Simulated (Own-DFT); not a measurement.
Hf$_{31}$O$_{64}$ (monoclinic hafnia with one vacancy, atoms displaced), Hf$_{32}$O$_{63}$ (monoclinic hafnia with one vacancy, atoms displaced) (calculated)

All values are calculated (Own-DFT development build). A calculation, not a measurement: plane-wave PBE density functional theory by an unreviewed code, no spin, of a simulated periodic cell, stress positive in tension, free energy of the whole cell less one offset for each atom, defect cell not probed for a lower state with spin; hafnium file: forces about 75 meV/angstrom off all-electron values; oxygen file: force components 24 meV/angstrom off all-electron in one glass; forces on such cells passed a denser k mesh, this cell's mesh not checked; offsets are fitted by least squares, one for each functional and potential file, so energies compare only between cells with the same atoms and settings and are not formation energies; the far tail of each file's local potential was reset to the Coulomb form; each entry is a single point on an unrelaxed cell, so the pressure reflects the starting lattice, mostly measured values, from which strain is counted, and rises with the displacements; printed positions are rounded, which can move forces by about a meV/angstrom; the program is a retired in-house code; no spin-orbit coupling; before rounding, a Quantum ESPRESSO 7.3.1 run of the same cell and cutoff gave forces within 1 meV/angstrom rms on each cell, which checks the program and not the settings.

Settings shared by all entries: functional PBE; potential files PseudoDojo norm-conserving, scalar-relativistic, standard set; wave cutoff 72 hartree; occupations Fermi-Dirac; smearing width 0.1 eV; k mesh 2 x 2 x 2 centred on Gamma.

(1) 
```cif
# cell vector a (Å): 10.2340 0.0000 0.0000
# cell vector b (Å): 0.0000 10.3500 0.0000
# cell vector c (Å): -1.6955 0.0000 10.4453
data_Hf31O64
_symmetry_space_group_name_H-M 'P 1'
_symmetry_Int_Tables_number 1
_cell_length_a 10.2340
_cell_length_b 10.3500
_cell_length_c 10.5820
_cell_angle_alpha 90.000
_cell_angle_beta 99.220
_cell_angle_gamma 90.000
_cell_volume 1106.39
loop_
_atom_site_label
_atom_site_type_symbol
_atom_site_fract_x
_atom_site_fract_y
_atom_site_fract_z
_atom_site_occupancy
Hf1 Hf 0.14079 0.00129 0.10018 1
Hf2 Hf 0.35942 0.27557 0.14789 1
Hf3 Hf 0.36450 0.48371 0.39613 1
Hf4 Hf 0.15196 0.22532 0.35431 1
O1 O 0.03673 0.16009 0.17176 1
O2 O 0.46321 0.41882 0.07375 1
O3 O 0.45928 0.33855 0.32603 1
O4 O 0.03588 0.08213 0.41652 1
O5 O 0.22209 0.37271 0.23886 1
O6 O 0.26738 0.13233 0.00771 1
O7 O 0.28060 0.11324 0.26198 1
O8 O 0.21944 0.36987 0.49046 1
Hf5 Hf 0.14043 0.02000 0.60774 1
Hf6 Hf 0.36175 0.27345 0.64125 1
Hf7 Hf 0.36471 0.48094 0.89466 1
Hf8 Hf 0.13829 0.23429 0.85896 1
O9 O 0.03103 0.16451 0.67907 1
O10 O 0.46408 0.41453 0.57767 1
O11 O 0.46880 0.33467 0.82153 1
O12 O 0.03656 0.07205 0.92731 1
O13 O 0.21530 0.37783 0.73959 1
O14 O 0.27974 0.13580 0.51238 1
O15 O 0.27390 0.11770 0.75482 1
O16 O 0.22739 0.37193 0.97665 1
Hf9 Hf 0.13698 0.52041 0.09019 1
Hf10 Hf 0.35270 0.76547 0.14421 1
Hf11 Hf 0.14505 0.72192 0.36003 1
O17 O 0.04387 0.66046 0.18237 1
O18 O 0.46113 0.91800 0.08112 1
O19 O 0.45337 0.83162 0.32593 1
O20 O 0.03645 0.58923 0.42347 1
O21 O 0.21688 0.87754 0.24139 1
O22 O 0.28574 0.63823 0.02043 1
O23 O 0.27670 0.62078 0.26141 1
O24 O 0.22067 0.86725 0.49460 1
Hf12 Hf 0.14928 0.52471 0.60048 1
Hf13 Hf 0.36829 0.76456 0.64962 1
Hf14 Hf 0.35730 0.98337 0.89705 1
Hf15 Hf 0.14053 0.72959 0.86064 1
O25 O 0.03745 0.66853 0.67555 1
O26 O 0.45986 0.91860 0.57005 1
O27 O 0.45943 0.83703 0.82920 1
O28 O 0.03397 0.57986 0.92150 1
O29 O 0.21790 0.87542 0.73823 1
O30 O 0.27539 0.63581 0.50893 1
O31 O 0.27895 0.62130 0.76559 1
O32 O 0.22821 0.86684 0.98508 1
Hf16 Hf 0.63198 0.01821 0.10826 1
Hf17 Hf 0.86736 0.27018 0.14353 1
Hf18 Hf 0.86362 0.49141 0.38807 1
Hf19 Hf 0.63752 0.23186 0.35345 1
O33 O 0.53944 0.16154 0.16938 1
O34 O 0.96816 0.42139 0.07618 1
O35 O 0.96451 0.33099 0.32336 1
O36 O 0.54502 0.08456 0.42339 1
O37 O 0.72653 0.37548 0.23905 1
O38 O 0.77661 0.12550 0.01757 1
O39 O 0.77289 0.11709 0.26529 1
O40 O 0.72347 0.37843 0.47987 1
Hf20 Hf 0.63613 0.02899 0.60911 1
Hf21 Hf 0.85971 0.27413 0.63970 1
Hf22 Hf 0.86716 0.48236 0.89783 1
Hf23 Hf 0.63836 0.23702 0.85531 1
O41 O 0.53650 0.16879 0.67150 1
O42 O 0.95332 0.41963 0.57227 1
O43 O 0.96473 0.33520 0.83008 1
O44 O 0.53711 0.08613 0.92701 1
O45 O 0.72484 0.37971 0.73679 1
O46 O 0.76918 0.13124 0.50297 1
O47 O 0.77047 0.12482 0.76086 1
O48 O 0.72514 0.36769 0.98790 1
Hf24 Hf 0.63689 0.52579 0.09395 1
Hf25 Hf 0.85418 0.76693 0.13912 1
Hf26 Hf 0.86905 0.98358 0.39547 1
Hf27 Hf 0.64726 0.73516 0.35354 1
O49 O 0.53254 0.66500 0.16292 1
O50 O 0.96562 0.92133 0.08583 1
O51 O 0.96569 0.83984 0.33175 1
O52 O 0.53768 0.58515 0.42873 1
O53 O 0.72886 0.87651 0.24859 1
O54 O 0.77353 0.62627 0.01369 1
O55 O 0.77818 0.62063 0.25749 1
O56 O 0.72584 0.86763 0.48851 1
Hf28 Hf 0.63262 0.51276 0.60709 1
Hf29 Hf 0.86085 0.76537 0.65479 1
Hf30 Hf 0.85953 0.98100 0.89519 1
Hf31 Hf 0.64451 0.72077 0.85932 1
O57 O 0.53573 0.65785 0.67597 1
O58 O 0.96578 0.92166 0.57356 1
O59 O 0.96479 0.83885 0.82282 1
O60 O 0.53529 0.58485 0.92610 1
O61 O 0.73019 0.88878 0.74636 1
O62 O 0.77628 0.62412 0.51762 1
O63 O 0.77523 0.62090 0.76209 1
O64 O 0.72283 0.86463 0.98999 1
_calc_free_energy_of_cell_above_offsets '-75.523'  # eV
_calc_pressure 4.95  # GPa
_calc_stress_xx -4.2  # GPa
_calc_stress_yy -5.22  # GPa
_calc_stress_zz -5.42  # GPa
_calc_stress_yz -0.11  # GPa
_calc_stress_xz -0.42  # GPa
_calc_stress_xy -1.42  # GPa
```

Force:
```
element  x (eV/Å)  y (eV/Å)  z (eV/Å)
     Hf     0.111     3.053     2.349
     Hf     0.506    -2.285     0.115
     Hf     0.273    -0.246    -0.568
     Hf    -0.875    -1.951    -0.113
      O     0.422     0.185    -0.248
      O    -0.005     -0.21     0.012
      O      0.61    -0.325    -0.136
      O      0.78     0.921     0.705
      O     0.031     1.215    -1.006
      O     0.849     0.017     0.241
      O    -0.404      1.58    -1.212
      O     0.629     1.602     0.047
     Hf     0.968     0.001    -1.949
     Hf    -1.222    -2.159      0.02
     Hf     0.073    -1.359    -0.506
     Hf    -0.843    -2.466    -1.725
      O    -0.282     0.287    -0.367
      O    -0.294     0.449    -0.483
      O    -1.165     1.333     0.615
      O     0.036     1.046    -1.392
      O     1.015     0.531    -0.439
      O    -0.954     0.488     0.464
      O     0.186     0.595     1.215
      O    -0.183     1.408     1.954
     Hf     0.123    -0.299     3.664
     Hf     1.999     3.578     3.786
     Hf    -0.015     4.372    -1.116
      O    -1.258     0.077    -1.985
      O    -0.372     -0.43     -0.29
      O     1.943    -1.218     0.086
      O    -0.374    -0.957     0.791
      O    -0.191    -1.661    -1.098
      O    -1.609    -3.337    -3.396
      O     0.567    -0.986      0.08
      O    -0.612    -0.317     0.903
     Hf    -2.922    -1.037     0.701
     Hf    -0.387     3.582    -1.201
     Hf     1.266     0.465     -0.52
     Hf    -0.146     0.974    -2.687
      O     0.343    -0.608     0.092
      O      0.42    -1.145     1.653
      O     1.289    -0.921    -0.097
      O     1.071     1.435     -0.34
      O     0.269    -0.372     0.827
      O     0.777     -1.78     0.759
      O    -0.087    -0.123    -0.192
      O    -0.689     0.391     0.458
     Hf     0.954      0.22     0.097
     Hf    -0.245    -1.001     1.494
     Hf    -0.208    -3.227     1.349
     Hf     0.408    -0.286     -0.64
      O    -1.808     2.066     0.561
      O    -0.365    -0.339    -0.175
      O     0.316     0.645      0.34
      O     0.146     0.096     0.204
      O     -0.08     0.989    -1.129
      O     0.136    -0.092    -0.656
      O     0.257     0.643    -0.823
      O    -0.717    -0.463     0.656
     Hf    -0.622    -1.673    -2.188
     Hf     0.688    -0.401     0.005
     Hf    -1.072    -2.202    -1.033
     Hf     0.276    -2.232     0.146
      O    -0.765     0.832     0.289
      O     1.854     0.646     0.519
      O    -0.362     0.204     0.156
      O    -0.485    -0.057    -0.628
      O     0.015    -0.094     0.435
      O      0.44     0.432     1.651
      O     0.635     0.271     0.409
      O     0.445     1.186     0.022
     Hf    -0.936     -2.33     3.556
     Hf     2.148     2.039     2.869
     Hf    -0.856    -0.475     0.177
     Hf     -2.33     0.284     0.921
      O     0.398     0.364     0.776
      O    -1.718    -1.997    -0.652
      O       0.8    -1.843    -1.047
      O    -0.495     0.163    -0.774
      O    -0.244    -0.402    -1.893
      O       1.1     -0.05    -1.218
      O    -0.333     0.952    -0.669
      O    -0.044     0.001     0.879
     Hf     1.888     0.796    -1.455
     Hf     0.666     1.517    -2.374
     Hf     0.027     1.206     0.772
     Hf    -1.337     2.513    -1.321
      O    -0.187     0.562     0.792
      O    -0.612    -0.907     1.239
      O     0.816    -1.013     1.295
      O    -0.004     0.287    -1.269
      O    -0.797    -1.446    -0.567
      O     0.202     0.417    -0.628
      O     0.145     0.092     0.861
      O     0.191    -0.286     0.196
```

(2) 
```cif
# cell vector a (Å): 10.2340 0.0000 0.0000
# cell vector b (Å): 0.0000 10.3500 0.0000
# cell vector c (Å): -1.6955 0.0000 10.4453
data_Hf32O63
_symmetry_space_group_name_H-M 'P 1'
_symmetry_Int_Tables_number 1
_cell_length_a 10.2340
_cell_length_b 10.3500
_cell_length_c 10.5820
_cell_angle_alpha 90.000
_cell_angle_beta 99.220
_cell_angle_gamma 90.000
_cell_volume 1106.39
loop_
_atom_site_label
_atom_site_type_symbol
_atom_site_fract_x
_atom_site_fract_y
_atom_site_fract_z
_atom_site_occupancy
Hf1 Hf 0.13754 0.01892 0.10257 1
Hf2 Hf 0.36031 0.26687 0.14288 1
Hf3 Hf 0.35685 0.48255 0.39692 1
Hf4 Hf 0.13940 0.23213 0.35291 1
O1 O 0.03449 0.16718 0.17359 1
O2 O 0.45644 0.41736 0.07483 1
O3 O 0.46361 0.33030 0.33090 1
O4 O 0.04003 0.08150 0.42283 1
O5 O 0.22570 0.38038 0.23766 1
O6 O 0.27474 0.12753 0.00753 1
O7 O 0.27538 0.11628 0.26374 1
O8 O 0.22996 0.37302 0.48885 1
Hf5 Hf 0.13644 0.01766 0.60228 1
Hf6 Hf 0.36208 0.27090 0.64596 1
Hf7 Hf 0.35998 0.47250 0.89802 1
Hf8 Hf 0.13939 0.23407 0.85347 1
O9 O 0.03521 0.16958 0.66864 1
O10 O 0.46280 0.41933 0.57384 1
O11 O 0.46337 0.33109 0.82522 1
O12 O 0.03553 0.08289 0.92178 1
O13 O 0.22583 0.37932 0.74166 1
O14 O 0.27917 0.12921 0.51479 1
O15 O 0.27865 0.12053 0.75821 1
O16 O 0.21934 0.36782 0.98885 1
Hf9 Hf 0.13199 0.52124 0.10390 1
Hf10 Hf 0.36102 0.77345 0.14858 1
Hf11 Hf 0.36284 0.97814 0.39772 1
Hf12 Hf 0.13637 0.72975 0.35819 1
O17 O 0.03403 0.66903 0.17117 1
O18 O 0.46155 0.91960 0.07272 1
O19 O 0.46201 0.83837 0.32754 1
O20 O 0.03530 0.58392 0.42315 1
O21 O 0.22888 0.87754 0.24555 1
O22 O 0.28229 0.63276 0.00979 1
O23 O 0.27321 0.62190 0.25708 1
O24 O 0.22744 0.87264 0.48764 1
Hf13 Hf 0.13309 0.52029 0.59639 1
Hf14 Hf 0.35963 0.77028 0.64368 1
Hf15 Hf 0.36188 0.98385 0.89558 1
Hf16 Hf 0.13596 0.72900 0.85591 1
O25 O 0.03489 0.67182 0.67297 1
O26 O 0.47186 0.91758 0.57209 1
O27 O 0.46454 0.83083 0.81995 1
O28 O 0.03316 0.58373 0.92299 1
O29 O 0.21706 0.87858 0.73927 1
O30 O 0.27726 0.63156 0.51292 1
O31 O 0.27867 0.62361 0.76254 1
O32 O 0.22599 0.87497 0.99141 1
Hf17 Hf 0.63602 0.02017 0.10969 1
Hf18 Hf 0.86248 0.26538 0.14898 1
Hf19 Hf 0.86218 0.47693 0.39915 1
Hf20 Hf 0.63897 0.23232 0.35213 1
O33 O 0.54101 0.17071 0.17494 1
O34 O 0.96282 0.42026 0.07525 1
O35 O 0.96198 0.33071 0.32449 1
O36 O 0.53628 0.08838 0.42337 1
O37 O 0.72526 0.37502 0.23792 1
O38 O 0.77538 0.13094 0.00961 1
O39 O 0.77501 0.12848 0.25666 1
O40 O 0.72748 0.37151 0.48830 1
Hf21 Hf 0.63832 0.01793 0.60449 1
Hf22 Hf 0.86230 0.27122 0.64640 1
Hf23 Hf 0.86764 0.48444 0.89524 1
Hf24 Hf 0.64166 0.22875 0.85413 1
O41 O 0.53657 0.16343 0.67446 1
O42 O 0.96763 0.41945 0.57463 1
O43 O 0.95624 0.33538 0.82573 1
O44 O 0.54119 0.08144 0.92696 1
O45 O 0.72813 0.37671 0.73669 1
O46 O 0.77722 0.13524 0.50812 1
O47 O 0.77313 0.11960 0.76412 1
O48 O 0.72915 0.37589 0.99337 1
Hf25 Hf 0.64171 0.51944 0.10570 1
Hf26 Hf 0.86233 0.76565 0.14294 1
Hf27 Hf 0.86042 0.98100 0.39991 1
Hf28 Hf 0.64026 0.72704 0.35576 1
O49 O 0.54191 0.67224 0.17648 1
O50 O 0.96260 0.91700 0.07767 1
O51 O 0.95819 0.83306 0.32671 1
O52 O 0.53326 0.58258 0.42847 1
O53 O 0.72590 0.87751 0.24170 1
O54 O 0.77472 0.62475 0.01344 1
O55 O 0.77954 0.61942 0.26009 1
O56 O 0.72444 0.87042 0.49074 1
Hf29 Hf 0.63732 0.51500 0.60777 1
Hf30 Hf 0.86440 0.77372 0.64938 1
Hf31 Hf 0.86423 0.97910 0.89799 1
Hf32 Hf 0.63435 0.73286 0.84938 1
O57 O 0.53697 0.66609 0.67668 1
O58 O 0.96066 0.91519 0.57502 1
O59 O 0.96550 0.82734 0.82367 1
O60 O 0.53893 0.58324 0.92512 1
O61 O 0.72192 0.87901 0.74255 1
O62 O 0.78319 0.61928 0.76611 1
O63 O 0.72830 0.87081 0.99194 1
_calc_free_energy_of_cell_above_offsets '-94.130'  # eV
_calc_pressure 4.39  # GPa
_calc_stress_xx -4.41  # GPa
_calc_stress_yy -3.99  # GPa
_calc_stress_zz -4.77  # GPa
_calc_stress_yz -0.06  # GPa
_calc_stress_xz -0.45  # GPa
_calc_stress_xy -0.39  # GPa
```

Force:
```
element  x (eV/Å)  y (eV/Å)  z (eV/Å)
     Hf    -0.257    -0.163     0.617
     Hf     0.532     0.633     1.253
     Hf     1.784    -0.443    -0.826
     Hf     0.056    -0.816     0.133
      O     0.776    -0.385    -0.185
      O     0.654    -0.341     0.728
      O    -0.452     0.543    -0.426
      O    -0.422     0.013    -0.298
      O    -0.353    -0.338     0.037
      O     0.149     0.326     0.213
      O    -0.114     0.798    -0.828
      O    -1.243    -0.118     0.063
     Hf     0.298     0.929      0.34
     Hf     0.747     -0.26    -0.114
     Hf      0.96     2.035    -0.455
     Hf    -0.849    -0.861    -0.642
      O     0.226    -0.169     0.335
      O    -0.093    -0.631      0.75
      O      0.41    -0.037     0.368
      O     0.212      0.27    -0.129
      O    -0.568    -0.049    -0.484
      O    -0.391     0.039    -0.324
      O    -0.507      0.23     0.382
      O    -0.108     0.255     0.078
     Hf     0.961     0.057     0.131
     Hf     0.666    -0.526     -0.35
     Hf     0.518      0.98    -0.163
     Hf     0.068     0.925    -1.253
      O     0.497    -0.155     0.293
      O     0.249    -0.167     0.707
      O     1.238    -0.937    -0.027
      O    -0.136    -0.073    -0.341
      O    -0.999     0.123    -0.866
      O    -0.984    -0.417     0.127
      O     -0.27     0.042     0.732
      O    -0.623    -0.307     0.661
     Hf     1.023     0.745      2.18
     Hf     0.654     0.155     0.971
     Hf     0.627    -0.856    -0.409
     Hf     1.694    -0.086    -0.205
      O     0.641    -1.087    -0.607
      O    -1.122      -1.1     0.758
      O    -0.921     1.337     0.618
      O     1.212     0.553     0.122
      O     0.554     0.027    -0.129
      O    -0.381    -0.344    -0.724
      O    -0.431    -0.274    -0.381
      O    -0.519    -0.232    -0.177
     Hf     0.766    -0.263    -0.813
     Hf    -0.384     1.047    -1.442
     Hf    -0.646     0.322    -1.289
     Hf    -0.634     0.006     0.668
      O    -1.129     -0.07    -0.805
      O     0.531    -0.362     0.864
      O     0.707     0.323     0.986
      O     0.024    -0.426     -0.04
      O    -0.307     0.742     0.379
      O     0.222     -0.43     0.142
      O     0.348    -1.443     0.826
      O    -0.098     0.552     0.366
     Hf     0.089     0.986    -0.295
     Hf    -0.162    -0.247    -0.271
     Hf    -2.154    -0.915     0.472
     Hf    -0.242     0.298     0.537
      O    -0.344     0.387    -0.005
      O    -0.541    -0.726     0.379
      O     1.969    -1.037     0.138
      O    -0.673     0.119    -0.516
      O    -0.831    -0.024     0.137
      O     0.102    -0.803     0.312
      O     0.805     0.011    -0.531
      O     -0.55    -0.798    -0.708
     Hf    -0.582     0.192    -0.634
     Hf    -1.042     0.863     0.354
     Hf      0.14     0.028    -1.206
     Hf    -0.538      0.08     0.106
      O    -0.569    -0.347    -0.338
      O      0.85     0.184     0.074
      O     1.104    -0.331     0.528
      O     0.584     0.656    -0.595
      O     -0.36      0.51    -0.033
      O     0.437     0.629     0.003
      O    -0.098    -0.279     0.919
      O     0.058    -0.364     0.072
     Hf     0.035     1.238    -0.251
     Hf    -1.175     -1.06    -0.605
     Hf    -0.716     -0.08    -0.003
     Hf      0.29    -1.026     1.304
      O    -0.045    -0.327      -0.9
      O     0.796     0.677     0.206
      O    -0.717     1.342     1.133
      O    -0.652    -0.371    -0.167
      O     0.559      0.06    -0.243
      O    -0.573     0.705    -1.218
      O     -0.32    -0.066    -0.248
```
